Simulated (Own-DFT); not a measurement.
GaP (zincblende, strained, atoms displaced) (calculated)

All values are calculated (Own-DFT development build). A calculation, not a measurement: plane-wave PBE density functional theory by an unreviewed code, no spin, of a simulated periodic cell, stress positive in tension, free energy of the whole cell less one offset for each atom, forces on such cells passed a denser k mesh, this cell's mesh not checked; offsets are fitted by least squares, one for each functional and potential file, so energies compare only between cells with the same atoms and settings and are not formation energies; the far tail of each file's local potential was reset to the Coulomb form; each entry is a single point on an unrelaxed cell, so the pressure reflects the starting lattice, mostly measured values (interpolated for alloys), from which strain is counted, and rises with the displacements; printed positions are rounded, which can move forces by about a meV/angstrom; the program, named Own-DFT, is a retired in-house code; no spin-orbit coupling.

Common to all runs: functional PBE; potential files PseudoDojo norm-conserving, scalar-relativistic, standard set; wave cutoff 42 hartree; occupations Fermi-Dirac; smearing width 0.1 eV; hardware one NVIDIA H100; k mesh 3 x 3 x 3 centred on Gamma.

(1) GaP (zincblende, strained, atoms displaced)

```xyz
64
Lattice="10.7479 -0.1402 -0.2029 -0.1402 10.7379 0.0361 -0.2029 0.0361 10.7671" Properties=species:S:1:pos:R:3 GaP
Ga    10.3921    10.5651    10.5525
Ga    -0.0585     2.7395     2.6787
Ga     2.6394     0.0475     2.5892
Ga     2.5256     2.6650    10.6700
P      1.2848     1.3264     1.3605
P      1.2285     3.9457     4.1028
P      3.7916     1.3144     3.8964
P      3.8542     3.9466     1.3015
Ga    -0.2326    10.6614     5.4674
Ga    -0.1230     2.8029     8.0608
Ga     2.4975     0.0092     8.0283
Ga     2.5467     2.5999     5.3829
P      1.1923     1.3233     6.7209
P      1.1345     3.9929     9.4134
P      3.8550     1.3470     9.3475
P      3.8155     3.9579     6.7102
Ga    10.4666     5.2956    10.5131
Ga    -0.0979     8.1207     2.7412
Ga     2.6108     5.3594     2.6836
Ga     2.2990     8.0760    10.6992
P      1.1887     6.6255     1.3497
P      1.1511     9.4206     4.0130
P      3.7712     6.6879     3.9861
P      3.8834     9.3582     1.3399
Ga    10.5638     5.2561     5.2285
Ga    10.3903     7.9709     7.8740
Ga     2.4547     5.3236     8.0182
Ga     2.6267     7.9737     5.4223
P      1.0692     6.7323     6.7387
P      1.0625     9.3859     9.3891
P      3.7245     6.7627     9.3249
P      3.8132     9.3725     6.6259
Ga     5.3272    10.6629    -0.0655
Ga     5.3207     2.5965     2.5736
Ga     8.0297    -0.0239     2.5843
Ga     7.8405     2.5676    10.4811
P      6.5715     1.3072     1.2224
P      6.5289     4.0219     3.9172
P      9.2759     1.2201     3.8385
P      9.3343     3.8752     1.0893
Ga     5.2692    -0.0103     5.3051
Ga     5.1476     2.6207     7.9854
Ga     7.9670    -0.0137     7.8825
Ga     7.9074     2.6507     5.2242
P      6.5311     1.2303     6.5669
P      6.5351     3.9171     9.3068
P      9.2439     1.2742     9.2444
P      9.2246     3.9538     6.5293
Ga     5.0608     5.3616    10.5869
Ga     5.2444     8.0425     2.6545
Ga     7.9910     5.2418     2.5519
Ga     7.6919     7.9809    10.6040
P      6.6767     6.6762     1.2193
P      6.5740     9.3642     3.9940
P      9.2874     6.6263     3.8357
P      9.2024     9.2872     1.1629
Ga     5.1723     5.3507     5.2598
Ga     5.1541     8.0531     7.9997
Ga     7.8045     5.1857     8.0026
Ga     7.8802     7.9536     5.2252
P      6.5055     6.6343     6.5993
P      6.4725     9.4019     9.3236
P      9.2686     6.6022     9.3419
P      9.2290     9.2610     6.5179
```

It finds free energy of cell above offsets -30.892 eV; pressure 7.56 GPa; stress xx -7.45 GPa; stress yy -7.72 GPa; stress zz -7.52 GPa; stress yz -0.07 GPa; stress xz -4.28 GPa; stress xy -2.62 GPa; wall time 508.8 s.

Force:
```tsv
element	x (eV/Å)	y (eV/Å)	z (eV/Å)
Ga	0.358	0.2	0.442
Ga	-0.374	-0.668	-0.08
Ga	-0.658	-1.824	-0.512
Ga	-1.097	-0.731	0.397
P	-0.343	0.51	-1.351
P	-0.099	1.419	-0.172
P	2.356	0.859	1.563
P	1.499	1.025	0.044
Ga	0.535	0.991	-1.536
Ga	-0.79	-1.196	-0.652
Ga	0.748	-0.484	-0.243
Ga	0.064	-0.149	-0.25
P	-0.524	0.365	0.171
P	0.382	1.227	0.628
P	0.122	-0.842	0.25
P	0.472	0.765	-0.606
Ga	1.198	-2.042	1.07
Ga	-0.673	-0.673	-1.18
Ga	-1.291	-1.218	-0.527
Ga	0.744	-0.806	1.092
P	0.541	1.07	0.349
P	1.21	0.232	1.121
P	1.77	0.454	0.014
P	-0.153	0.226	-0.688
Ga	0.249	-0.242	-1.018
Ga	1.18	-0.944	0.389
Ga	-0.306	0.235	-0.005
Ga	-2.243	0.109	-0.59
P	0.79	0.445	0.378
P	-0.817	0.689	-0.149
P	0.097	-0.063	0.024
P	0.078	0.875	1.456
Ga	-1.292	-0.644	-0.276
Ga	-1.164	0.428	0.366
Ga	-0.94	-1.048	-1.577
Ga	-0.02	-0.573	1.563
P	1.984	0.117	0.072
P	0.408	-0.228	-0.034
P	1.307	1.302	1.401
P	-0.188	0.364	0.481
Ga	-0.898	-0.662	-1.778
Ga	0.731	-0.215	-0.437
Ga	0.018	-0.775	-0.44
Ga	-0.273	-0.805	-0.428
P	0.842	1.73	0.971
P	-1.613	0.507	0.116
P	0.601	0.151	-0.567
P	-0.233	0.042	0.836
Ga	0.211	-0.323	0.962
Ga	0.103	-0.608	-0.215
Ga	-0.075	-0.106	-0.645
Ga	1.109	-0.223	-0.224
P	-1.338	-0.788	0.577
P	-0.579	0.325	-0.114
P	-0.171	0.003	0.478
P	0.249	0.211	0.649
Ga	-0.489	-0.49	0.309
Ga	0.001	-0.299	-0.376
Ga	1.018	1.236	-0.862
Ga	0.034	-0.698	-0.146
P	0.322	0.28	0.804
P	-0.071	0.126	-0.51
P	-2.774	1.326	-1.704
P	-1.843	0.521	0.92
```

(2) GaP (zincblende, strained, atoms displaced)

```xyz
64
Lattice="10.8759 0.0029 -0.1493 0.0029 11.0168 -0.0519 -0.1493 -0.0519 11.0976" Properties=species:S:1:pos:R:3 GaP
Ga    10.8754    11.0086    -0.1304
Ga    10.7281     2.7197     2.5324
Ga     2.7327     0.0016     2.7276
Ga     2.5744     2.7262    11.0451
P      1.4227     1.3819     1.3390
P      1.2990     4.0888     4.1181
P      3.8765     1.3364     4.1301
P      3.9684     4.1215     1.4060
Ga    10.7904    10.9331     5.3806
Ga    -0.1017     2.6638     8.2947
Ga     2.5592    10.9642     8.2335
Ga     2.5159     2.7526     5.5152
P      1.3657     1.4311     6.9541
P      1.3134     4.0950     9.6374
P      3.9175     1.2724     9.5982
P      3.9599     4.0453     6.8453
Ga    -0.0792     5.4624    11.0514
Ga    -0.0230     8.2579     2.7186
Ga     2.7648     5.5161     2.7765
Ga     2.5900     8.1783    11.0017
P      1.4401     6.8081     1.2983
P      1.2558     9.6330     4.1051
P      4.0975     6.9115     3.9631
P      4.0318     9.6146     1.3147
Ga    10.7313     5.4237     5.3462
Ga    10.7489     8.2842     8.0625
Ga     2.5738     5.4975     8.2235
Ga     2.6130     8.2734     5.5883
P      1.3575     6.7724     6.8151
P      1.2378     9.6213     9.7109
P      3.8887     6.8801     9.5905
P      3.9703     9.7037     6.8286
Ga     5.4614     0.0552    -0.0161
Ga     5.3693     2.7358     2.7017
Ga     8.0009     0.0339     2.4920
Ga     8.1881     2.7397    -0.1024
P      6.8555     1.3353     1.3190
P      6.7842     4.0366     4.0361
P      9.5137     1.4051     3.9518
P      9.5084     4.1701     1.1670
Ga     5.3193     0.0162     5.4183
Ga     5.3448     2.7763     8.2180
Ga     7.9956    10.9465     8.1554
Ga     8.0761     2.7385     5.4913
P      6.6609     1.3245     6.9141
P      6.6283     4.1041     9.6333
P      9.3969     1.3621     9.5678
P      9.3509     4.1121     6.7930
Ga     5.2636     5.4189    10.9096
Ga     5.2806     8.2360     2.6246
Ga     8.1614     5.5569     2.6289
Ga     8.1186     8.2960    -0.0577
P      6.7704     6.8926     1.2846
P      6.6841     9.7029     4.0894
P      9.4537     6.8262     4.0200
P      9.4761     9.5390     1.2725
Ga     5.2934     5.4469     5.4996
Ga     5.3110     8.2109     8.2443
Ga     8.0722     5.5129     8.1150
Ga     8.0538     8.1452     5.4208
P      6.7614     6.8919     6.8443
P      6.5860     9.5603     9.5515
P      9.4746     6.7752     9.6314
P      9.4512     9.5643     6.7272
```

It finds free energy of cell above offsets -32.942 eV; pressure 1.25 GPa; stress xx -1.89 GPa; stress yy -1.23 GPa; stress zz -0.62 GPa; stress yz -0.04 GPa; stress xz -2.47 GPa; stress xy 0.3 GPa; wall time 569.2 s.

Force:
```tsv
element	x (eV/Å)	y (eV/Å)	z (eV/Å)
Ga	-0.139	-0.045	-0.109
Ga	1.265	0.266	-0.018
Ga	-0.979	-0.711	-0.084
Ga	0.301	-0.513	-0.334
P	-0.857	0.115	0.237
P	-0.626	0.524	-0.604
P	1.16	0.994	0.163
P	1.184	-0.054	-1.068
Ga	0.251	1.017	-0.366
Ga	-0.035	0.686	0.184
Ga	0.095	-0.304	0.301
Ga	0.833	-0.017	-0.415
P	-1.48	-1.149	-0.198
P	-0.793	-0.009	-0.002
P	0.667	1.03	0.729
P	-0.146	0.668	0.116
Ga	0.406	-0.855	0.067
Ga	0.425	-1.014	0.356
Ga	-0.986	-0.322	0.082
Ga	-0.317	0.286	0.24
P	-0.455	0.735	0.692
P	0.746	-0.075	-0.016
P	-0.77	-0.289	2.33
P	0.137	0.614	-0.723
Ga	0.618	-0.202	0.196
Ga	0.89	-1.184	1.096
Ga	0.632	-0.731	0.273
Ga	0.42	-0.062	-1.311
P	-1.573	0.724	0.091
P	-0.345	-0.213	-0.665
P	0.633	-0.453	-0.072
P	0.335	-0.636	0.309
Ga	-0.585	-0.614	-0.627
Ga	-0.157	-0.409	0.246
Ga	2.245	-2.142	3.041
Ga	-0.305	0.14	-0.417
P	-2.063	2.435	-1.704
P	-0.33	0.953	0.192
P	-1.055	-0.867	0.862
P	0.032	0.282	0.344
Ga	-0.182	0.237	0.619
Ga	-0.379	-0.759	0.494
Ga	0.394	-0.291	0.306
Ga	-0.197	-0.986	-0.665
P	0.198	0.37	-0.902
P	0.873	-0.158	-0.572
P	-0.129	-0.619	0.117
P	1.061	-0.144	0.28
Ga	-0.495	0.457	1.136
Ga	1.732	0.597	0.059
Ga	-0.58	-0.935	-0.161
Ga	-0.105	-0.819	-1.133
P	-0.506	-0.089	-0.281
P	0.576	-0.89	-1.054
P	0.321	0.833	-0.177
P	0.055	1.49	-0.359
Ga	0.738	0.148	-0.712
Ga	-0.501	-0.025	-0.759
Ga	0.098	-0.231	1.432
Ga	0.102	0.894	-0.706
P	-1.308	-0.299	-0.125
P	0.979	0.63	0.909
P	-1.05	1.34	-1.145
P	-0.976	0.653	-0.016
```

(3) GaP (zincblende, strained, atoms displaced)

```xyz
64
Lattice="10.8004 -0.1973 -0.0949 -0.1973 10.7115 -0.1053 -0.0949 -0.1053 10.9141" Properties=species:S:1:pos:R:3 GaP
Ga    10.4950    10.3715    10.6702
Ga    -0.0275     2.6308     2.8089
Ga     2.5626    10.5914     2.6457
Ga     2.6326     2.6395     0.0413
P      1.3881     1.3574     1.3268
P      1.1934     3.9936     3.9657
P      3.9872     1.2254     3.9795
P      3.9517     3.8897     1.2536
Ga    10.6999    -0.1532     5.2843
Ga    -0.1197     2.6701     8.2057
Ga     2.3401    10.5598     8.1467
Ga     2.6275     2.5140     5.4594
P      1.3080     1.2726     6.8078
P      1.1365     3.9952     9.4621
P      3.9382     1.2145     9.5614
P      3.8518     3.8823     6.8036
Ga    -0.1834     5.1891    10.8576
Ga    10.5522     7.8524     2.5481
Ga     2.6325     5.3067     2.6410
Ga     2.4990     7.9348    -0.0633
P      1.2774     6.6668     1.2368
P      1.1306     9.3415     4.0289
P      3.8744     6.6181     3.9110
P      3.8746     9.1548     1.2030
Ga    -0.1222     5.2890     5.3794
Ga    -0.2036     7.9169     8.0925
Ga     2.5992     5.2749     8.1036
Ga     2.5023     7.9453     5.3768
P      1.1950     6.5752     6.7178
P      1.0294     9.2482     9.4152
P      3.7922     6.5239     9.4403
P      3.8556     9.2503     6.7030
Ga     5.2985    -0.1364    10.7732
Ga     5.3608     2.6235     2.6425
Ga     7.8599    10.5359     2.5321
Ga     7.9158     2.4926    10.8048
P      6.7559     1.0966     1.2951
P      6.6830     3.8632     3.9856
P      9.4209     1.1585     4.0151
P      9.4484     3.8656     1.1518
Ga     5.0871    10.5041     5.2035
Ga     5.2903     2.4287     8.0524
Ga     7.9829    -0.2239     8.0839
Ga     7.9644     2.4495     5.2803
P      6.6521     1.1373     6.7424
P      6.6001     3.7943     9.4715
P      9.2887     1.0293     9.4498
P      9.3059     3.8842     6.7389
Ga     5.2852     5.3051    -0.0760
Ga     5.2042     7.9938     2.6342
Ga     7.9849     5.1575     2.5976
Ga     8.0108     7.9918    -0.1226
P      6.5860     6.5565     1.2502
P      6.4948     9.2677     3.9411
P      9.1892     6.4727     3.9803
P      9.2901     9.2559     1.0937
Ga     5.2602     5.2299     5.3365
Ga     5.1017     7.7810     8.0354
Ga     7.8687     5.2047     8.0706
Ga     7.8903     7.8307     5.3152
P      6.6855     6.5095     6.7025
P      6.4890     9.1186     9.4294
P      9.2593     6.4007     9.3536
P      9.2198     9.0663     6.6007
```

The calculation gives: free energy of cell above offsets -31.323 eV; pressure 6.04 GPa; stress xx -6.17 GPa; stress yy -6.67 GPa; stress zz -5.27 GPa; stress yz -1.72 GPa; stress xz -2.03 GPa; stress xy -4.26 GPa; wall time 511.2 s.

Force:
```tsv
element	x (eV/Å)	y (eV/Å)	z (eV/Å)
Ga	0.591	1.34	-0.286
Ga	-0.66	-0.359	-2.279
Ga	-1.048	-0.74	-1.503
Ga	-0.509	0.294	-2.148
P	-1.175	-1.551	1.083
P	1.701	0.513	1.566
P	0.769	1.033	1.051
P	0.962	1.303	1.049
Ga	0.674	-1.157	1.212
Ga	-0.827	-0.934	-0.88
Ga	0.959	0.433	-0.908
Ga	-0.275	0.522	-1.214
P	-0.938	-0.292	0.636
P	1.749	-0.464	0.723
P	-0.505	0.17	-0.585
P	1.391	0.036	-0.539
Ga	0.228	1.441	-0.725
Ga	0.325	-0.485	-0.158
Ga	-0.793	-0.753	-0.929
Ga	0.119	0.597	-1.594
P	-1.473	-0.632	1.424
P	-0.031	-0.01	-0.186
P	0.662	0.332	1.67
P	0.305	2.044	0.064
Ga	-0.632	0.05	-0.205
Ga	-0.461	-0.438	-0.821
Ga	-1.515	-0.714	-0.508
Ga	-0.127	-0.156	-0.404
P	0.243	0.423	0.405
P	0.586	-0.442	1.083
P	0.771	0.572	1.087
P	-0.546	0.127	0.509
Ga	-0.115	-1.322	0.55
Ga	-0.126	-1.051	-0.655
Ga	0.628	-0.289	0.102
Ga	0.374	-1.042	0.111
P	-0.464	1.802	0.014
P	-0.35	0.238	0.347
P	-1.033	0	-0.578
P	-0.915	-0.993	2.041
Ga	0.047	0.953	0.732
Ga	-0.351	0.663	0.457
Ga	0.062	-0.915	-0.275
Ga	0.448	0.477	1.142
P	-0.014	-0.306	-0.802
P	-0.736	0.525	-0.418
P	0.607	0.93	0.214
P	-0.238	-1.017	-0.423
Ga	-0.274	-0.7	-0.763
Ga	0.268	-1.113	-0.851
Ga	0.001	-0.08	-1.13
Ga	-1.037	-1.939	-1.084
P	0.875	0.933	0.626
P	1.266	-0.457	0.336
P	1.255	0.39	-0.227
P	0.32	0.123	2.296
Ga	-0.28	-0.1	0.123
Ga	0.971	0.349	-0.151
Ga	0.337	-1.239	0.177
Ga	-0.461	0.254	-0.885
P	-2.033	0.314	-0.084
P	-0.325	0.283	-0.608
P	0.199	0.793	1.36
P	0.574	1.436	0.617
```

(4) GaP (zincblende, strained, atoms displaced)

```xyz
64
Lattice="10.8396 0.1570 -0.2175 0.1570 10.8136 0.0273 -0.2175 0.0273 10.8829" Properties=species:S:1:pos:R:3 GaP
Ga     0.2037    10.7971     0.1640
Ga     0.0658     2.7101     2.7622
Ga     2.8269    10.8563     2.5795
Ga     2.7691     2.7464    -0.0265
P      1.4002     1.4273     1.3429
P      1.3280     4.0611     4.0149
P      4.0155     1.4172     3.9989
P      4.0956     4.1427     1.2306
Ga    -0.0792     0.0598     5.3667
Ga    -0.0341     2.7243     8.0961
Ga     2.5484     0.0982     8.1117
Ga     2.5893     2.7600     5.4473
P      1.2224     1.4115     6.7690
P      1.2381     4.1416     9.4289
P      3.9238     1.5072     9.4605
P      4.0057     4.1983     6.7220
Ga    10.9077     5.5894    -0.1599
Ga     0.0749     8.1024     2.7413
Ga     2.7702     5.3973     2.6492
Ga     2.7318     8.1628     0.0275
P      1.4599     6.8408     1.4030
P      1.3931     9.4363     4.0351
P      4.1483     6.8921     4.0464
P      4.2993     9.5321     1.3133
Ga    10.7992     5.6204     5.2016
Ga     0.0190     8.2260     8.2791
Ga     2.6274     5.4469     8.1056
Ga     2.7678     8.1479     5.3559
P      1.3888     6.7291     6.8448
P      1.2762     9.5896     9.4873
P      4.0509     6.7900     9.3909
P      4.0943     9.4795     6.7798
Ga     5.4170     0.1178    -0.0821
Ga     5.4897     2.7935     2.6131
Ga     8.0965     0.1924     2.5484
Ga     8.2805     2.7707    -0.1438
P      6.7417     1.4444     1.2474
P      6.8097     4.0387     3.9278
P      9.3491     1.4463     3.8398
P      9.5522     4.2083     1.1643
Ga     5.2765     0.1405     5.3036
Ga     5.3104     2.7948     7.9606
Ga     8.0174     0.2464     8.0835
Ga     7.9235     2.8459     5.3453
P      6.7275     1.4748     6.6301
P      6.6830     4.1139     9.3756
P      9.3066     1.4629     9.3829
P      9.3217     4.1957     6.5545
Ga     5.4665     5.4586    -0.0695
Ga     5.5137     8.2366     2.7002
Ga     8.1191     5.5616     2.5404
Ga     8.0635     8.2307    10.7231
P      6.7827     6.8543     1.3436
P      6.8465     9.6696     4.0569
P      9.5867     7.0001     3.8915
P      9.6741     9.5536     1.2107
Ga     5.2989     5.4621     5.3589
Ga     5.4120     8.1620     8.1315
Ga     8.0405     5.6210     8.0052
Ga     8.1429     8.3409     5.2634
P      6.6846     6.9075     6.6771
P      6.7901     9.5755     9.4403
P      9.4160     6.8646     9.4134
P      9.4614     9.6135     6.6179
```

The calculation gives: free energy of cell above offsets -31.680 eV; pressure 5.12 GPa; stress xx -5.1 GPa; stress yy -5.32 GPa; stress zz -4.94 GPa; stress yz 1.01 GPa; stress xz -4.19 GPa; stress xy 2.57 GPa; wall time 523.4 s.

Force:
```tsv
element	x (eV/Å)	y (eV/Å)	z (eV/Å)
Ga	-0.25	-0.037	-0.676
Ga	-1.294	-0.651	-0.238
Ga	0.592	-0.764	1.327
Ga	-0.311	0.194	-0.574
P	-0.455	0.302	-0.472
P	0.435	1.065	0.69
P	-0.902	0.952	-0.682
P	0.292	-0.398	0.698
Ga	-0.305	-0.951	0.432
Ga	-1.44	0.33	0.72
Ga	0.683	-0.437	0.107
Ga	0.833	-0.054	-0.326
P	0.297	-0.412	-0.609
P	-0.144	-0.166	0.931
P	-0.193	-0.226	-0.711
P	-0.794	-0.846	-0.17
Ga	1.001	-0.724	0.317
Ga	0.324	-0.302	0.341
Ga	0.227	0.44	0.685
Ga	1.453	0.08	-0.779
P	-0.364	-0.769	-0.39
P	0.67	1.168	0.015
P	-0.635	-0.628	-1.101
P	-1.35	0.095	-0.717
Ga	0.29	-0.75	0.713
Ga	-0.965	-1.524	-1.08
Ga	0.928	-0.457	0.833
Ga	-0.467	-0.115	1.024
P	-1.223	1.685	-1.172
P	0.871	0.549	1.087
P	-1.249	0.729	0.821
P	-0.281	1.073	-0.327
Ga	0.449	-0.676	-0.416
Ga	-1.221	-0.381	-0.095
Ga	-0.386	-1.781	-0.395
Ga	-0.96	0.219	0.225
P	0.581	0.567	-0.815
P	-0.959	2.622	-0.398
P	1.063	1.941	0.854
P	-0.006	0.063	0.422
Ga	0.242	-0.755	1.289
Ga	0.393	-0.123	0.739
Ga	-0.533	-1.731	-0.844
Ga	1.869	-0.903	-0.131
P	-1.266	-0.572	0.596
P	-0.135	0.687	0.168
P	1.821	0.949	0.129
P	0.895	0.624	0.393
Ga	0.962	-0.226	-0.334
Ga	0.521	-0.072	0.658
Ga	1.116	-0.784	1.05
Ga	0.042	-0.492	0.945
P	-0.02	0.733	-1.464
P	-0.274	0.168	-1.587
P	-1.503	-0.376	-0.209
P	-1.245	0.834	-0.33
Ga	1.533	-0.082	-0.276
Ga	0.212	0.362	0.104
Ga	-0.052	-0.917	0.16
Ga	0.2	-1.392	0.689
P	0.562	-0.004	-0.844
P	-0.758	0.864	-0.457
P	-0.189	1.261	-1.133
P	0.77	0.921	0.589
```
